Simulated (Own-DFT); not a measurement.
# A layer strained by its substrate: wurtzite AlGaN with randomly placed atoms, 128 atoms (Al48Ga16N64)

Everything here is calculated. The program is Own-DFT (plane waves, in-house, since retired, never reviewed by a person); positions were held fixed, and spin and spin-orbit coupling were off.

Method: PBE; PseudoDojo norm-conserving scalar-relativistic files (stringent for Ga); cutoff 96 hartree; 3 x 3 x 3 k mesh centred on Gamma; Gaussian smearing of 0.01 eV.

Caveats: k mesh not checked against a denser one; stress not checked against mesh or cutoff.

Unstrained cell vectors in Å: (12.525, 0.000, 0.000); (-6.263, 10.847, 0.000); (0.000, 0.000, 10.066). The unstrained cell has measured lattice constants (interpolated for alloys), not those of this functional. That, the random moves and any unrelaxed bonds set the pressure at no strain. Each run strains x and y alike by e, as a substrate would, and holds the height along z. Each atom got a random Gaussian move of width 0.05 Å along each axis. The random placing of the alloy's atoms differs from row to row. Stress is positive in tension.

| e (%) | u (Å) | (s_xx + s_yy)/2 (GPa) | s_zz (GPa) |
|---|---|---|---|
| -2.75 | 0.052 | -24.59 | -11.29 |
| -2.75 | 0.048 | -25.21 | -9.94 |
| -2.00 | 0.051 | -19.85 | -9.70 |
| -2.00 | 0.050 | -18.98 | -10.91 |
| -1.25 | 0.049 | ? | ? |
| -0.25 | 0.051 | -7.56 | -7.30 |
| -0.25 | 0.047 | -7.67 | -4.97 |
| 0.75 | 0.052 | -2.21 | -6.44 |
| 0.75 | 0.051 | -2.08 | -5.60 |
| 1.25 | 0.053 | -0.05 | -4.89 |
| 1.25 | 0.051 | 0.50 | -5.77 |
| 2.00 | 0.049 | 4.46 | -4.27 |
| 2.00 | 0.049 | 4.33 | -3.73 |
| 2.50 | 0.051 | 5.86 | -3.20 |
| 2.50 | 0.048 | 6.84 | -3.62 |

## Worked fit

With e as a fraction, the in-plane stress is -6.3 + 588 e - 3173 e² GPa (errors 6 and 398, scatter 0.38), and s_zz is -6.8 + 141 e GPa (slope ± 12, scatter 0.85). At e = 0 the first slope is C11 + C12 and the second 2 C13, both with the ions held to the strained lattice and at the cell's own pressure. The term in e² is negative: the layer stiffens under compression and softens under tension. A free layer would change its height as e changes, and the in-plane slope would drop by 2 C13²/C33 to the biaxial modulus. At fixed height, a misfit of 1 % moves the in-plane stress by about 5.9 GPa and s_zz by 1.4 GPa.

## Withheld run

Question: what are the two stresses at e = -1.25 %?

From the fit: -14.2 and -8.6 GPa. Computed: -14.12 and -8.88 GPa.
